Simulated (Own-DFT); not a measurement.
# Strain and stress in wurtzite GaN, 72 atoms (Ga36N36)

These are calculations, not measurements. The program, named Own-DFT, is a retired in-house plane-wave density functional code that no person has reviewed. Each row is one single-point run on a periodic cell that was not relaxed, without spin or spin-orbit coupling.

Settings of every run: PBE; PseudoDojo norm-conserving scalar-relativistic files; cutoff 42 hartree; 4 x 4 x 3 k mesh centred on Gamma; Fermi-Dirac smearing of 0.1 eV.

Known limits: forces not confirmed at this smearing and k mesh; stress not checked against mesh or cutoff.

Unstrained cell vectors in Å: (9.567, 0.000, 0.000); (-4.784, 8.285, 0.000); (0.000, 0.000, 10.370). The unstrained cell has measured lattice constants (interpolated for alloys), not those of this functional. That, the random moves and any unrelaxed bonds set the pressure at no strain. Each run strains this cell uniformly, with the atoms carried along. Every atom was also moved at random, by a Gaussian of width 0.05 Å on each axis. Strain is the symmetric tensor, in per cent. Stress is positive in tension, and the pressure is minus a third of its trace.

| run | e_xx (%) | e_yy (%) | e_zz (%) | e_yz (%) | e_xz (%) | e_xy (%) | s_xx (GPa) | s_yy (GPa) | s_zz (GPa) | s_yz (GPa) | s_xz (GPa) | s_xy (GPa) | P (GPa) | E (meV/atom) |
|---|---|---|---|---|---|---|---|---|---|---|---|---|---|---|
| 1 | 0.54 | 1.97 | 1.27 | 0.90 | 0.07 | 1.99 | -2.57 | -0.18 | -0.41 | 2.03 | 0.33 | 4.35 | 1.05 | 35.5 |
| 2 | -1.19 | 1.83 | 1.10 | -0.55 | -1.89 | 0.33 | -9.70 | -2.81 | -2.00 | -0.76 | -3.12 | 2.34 | 4.84 | 44.5 |
| 3 | 0.96 | 1.20 | 1.21 | -0.28 | 0.31 | -1.69 | -0.84 | -0.24 | -2.86 | -0.09 | 0.45 | -4.52 | 1.31 | 21.7 |
| 4 | -0.95 | 1.90 | 1.83 | 1.07 | -0.85 | 1.05 | -8.74 | -0.15 | 0.36 | 2.46 | -1.83 | 3.94 | 2.84 | 32.4 |
| 5 | -0.06 | 0.32 | 1.95 | -0.15 | -0.64 | -1.39 | -7.14 | -4.22 | 0.75 | -0.35 | -2.08 | -4.70 | 3.54 | 25.2 |
| 6 | 1.38 | 0.66 | 0.60 | -0.42 | 0.22 | -0.41 | -1.18 | -1.94 | -3.16 | -0.76 | 0.03 | -0.56 | 2.09 | 0.0 |
| 7 | 0.21 | 0.20 | 0.76 | 1.32 | 0.87 | -0.72 | -4.76 | -8.23 | -2.35 | 3.04 | 1.59 | -1.16 | 5.11 | 13.9 |
| 8 | 1.30 | 0.11 | -0.04 | -1.16 | -0.87 | 0.30 | -1.13 | -6.12 | -7.80 | -2.26 | -1.74 | 0.79 | 5.02 | 20.2 |
| 9 | 0.93 | -1.90 | -0.51 | -1.71 | -1.69 | 1.58 | -8.34 | -16.22 | -10.25 | -4.18 | -3.75 | 5.01 | 11.60 | 64.5 |
| 10 | 0.26 | -0.55 | 1.19 | 0.35 | -1.11 | -0.05 | -4.54 | -9.11 | -2.94 | 0.54 | -2.63 | -0.42 | 5.53 | 14.4 |
| 11 | -0.63 | -0.10 | -0.81 | 0.35 | 1.81 | -0.32 | -9.98 | -10.18 | -13.13 | 0.65 | 4.11 | -0.90 | 11.10 | 48.9 |
| 12 | 1.21 | -1.34 | -1.38 | 1.79 | -1.14 | -1.78 | -5.51 | -11.03 | -17.40 | 3.53 | -2.51 | -4.49 | 11.31 | 61.9 |
| 13 | 0.22 | 0.79 | -0.84 | 0.58 | 1.76 | 0.03 | -6.74 | -3.32 | -11.95 | 1.71 | 3.63 | 0.69 | 7.33 | 25.5 |
| 14 | -0.83 | -1.41 | -1.64 | 0.92 | 1.82 | 0.95 | -15.67 | -15.73 | -17.08 | 1.76 | 4.64 | 3.09 | 16.16 | 59.3 |
| 15 | -1.03 | 0.39 | -1.38 | -0.25 | -1.95 | 0.27 | -13.50 | -7.63 | -15.26 | -1.36 | -4.93 | -0.64 | 12.13 | 57.1 |
| 16 | -1.32 | 1.65 | -0.11 | 1.52 | 1.04 | -0.45 | ? | ? | ? | ? | ? | ? | ? | ? |

E is the free energy for each atom above the lowest run shown.

## Worked fit

Each stress component was fitted by least squares to a constant and the strains of the runs shown, as fractions, with shears doubled. Shear strains stay in the fit of a normal stress only where such slopes are resolved. The slopes, in GPa:

| stress | at no strain | per e_xx | per e_yy | per e_zz | scatter |
|---|---|---|---|---|---|
| s_xx | -7.9 | 441 ± 36 | 130 ± 35 | 89 ± 33 | 1.15 |
| s_yy | -7.9 | 159 ± 42 | 424 ± 40 | 28 ± 38 | 1.31 |
| s_zz | -8.3 | 39 ± 38 | 46 ± 37 | 497 ± 35 | 1.21 |

Each shear stress against twice its own strain: yz 104 ± 4, xz 110 ± 6, xy 138 ± 14 GPa. These are stiffnesses along x, y and z of the frame in which the cell vectors are given, which need not be the crystal's axes. The atoms are held to the strained lattice; where symmetry lets them move under strain, relaxing them would lower some slopes. The table should be nearly symmetric about its diagonal, and what it lacks of that shows the noise. A ninth of its sum, 206 ± 5 GPa, estimates the bulk modulus near the mean pressure of these runs, 6.7 GPa, so it lies above the value at zero pressure.

## Withheld run

Question: what normal stresses and pressure should run 16 give?

The fit gives s_xx = -11.7, s_yy = -3.0, s_zz = -8.6 and P = 7.8 GPa. The calculation gave -12.91, -1.17, -9.19 and P = 7.76 GPa.
